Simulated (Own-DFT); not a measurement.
# One host, several defects: zincblende GaAs

The numbers are computed, not measured, by runs of the plane-wave DFT program Own-DFT (in-house, retired, unreviewed) at fixed positions, with no spin and no spin-orbit coupling.

Common settings: PBE; PseudoDojo norm-conserving scalar-relativistic files; cutoff 42 hartree; 3 x 3 x 3 k mesh centred on Gamma; Fermi-Dirac smearing of 0.1 eV.

Keep in mind (not all hold for every row): not probed for a lower state with spin; forces not confirmed at this smearing and k mesh; stress not checked against mesh or cutoff.

All runs share one cell, with vectors in Å (11.737, 0.000, 0.000); (0.000, 11.737, 0.000); (0.000, 0.000, 10.833) and a volume of 1492.4 Å³, strained against the parent crystal. Atoms were moved at random from their sites; u is the rms move along one axis. The defect's site can differ from row to row.

| cell | formula | u (Å) | P (GPa) |
|---|---|---|---|
| no defect | As32Ga32 | 0.0309 | 1.29 |
| no defect | As32Ga32 | 0.0499 | 1.51 |
| no defect | As32Ga32 | 0.0513 | 1.59 |
| one Al on a Ga site | AlAs32Ga31 | 0.0299 | 1.21 |
| one Al on a Ga site | AlAs32Ga31 | 0.0460 | 1.47 |
| one Al on a Ga site | AlAs32Ga31 | 0.0468 | 1.44 |
| one As vacancy and one Ga vacancy | As31Ga31 | 0.0281 | 0.89 |
| one As vacancy and one Ga vacancy | As31Ga31 | 0.0311 | ? |
| one As vacancy and one Ga vacancy | As31Ga31 | 0.0481 | 1.14 |
| one As vacancy and one Ga vacancy | As31Ga31 | 0.0522 | 1.30 |
| one In on a Ga site | As32Ga31In | 0.0477 | 2.09 |
| one In on a Ga site | As32Ga31In | 0.0488 | 2.00 |
| one In on a Ga site | As32Ga31In | 0.0499 | 2.09 |
| one P on an As site | As31Ga32P | 0.0295 | 1.00 |
| one P on an As site | As31Ga32P | 0.0298 | 1.03 |
| one P on an As site | As31Ga32P | 0.0299 | 0.99 |

## What the rows give

P = P0 + c u² + a shift for each defect gives P0 = 1.09 GPa, c = 186 ± 17 GPa/Å² and a scatter of 0.04 GPa. The shifts, and each times the cell's volume:

- one In on a Ga site: 0.53 ± 0.03 GPa, 4.9 eV
- one Al on a Ga site: -0.04 ± 0.03 GPa, -0.3 eV (not resolved)
- one P on an As site: -0.24 ± 0.04 GPa, -2.3 eV
- one As vacancy and one Ga vacancy: -0.34 ± 0.03 GPa, -3.1 eV

A positive shift means that the defect pushes the cell outwards. Shift times volume (160.2 GPa Å³ is 1 eV) depends little on the cell's size, so, taken for each site, it can be compared between cells at like pressure. The atoms around the defects weren't relaxed, which would change these numbers.

## Check

Asked: what pressure belongs in the blank (one As vacancy and one Ga vacancy, u = 0.0311 Å)?

From the fit: 0.93 ± 0.05 GPa. DFT gave 0.92 GPa.
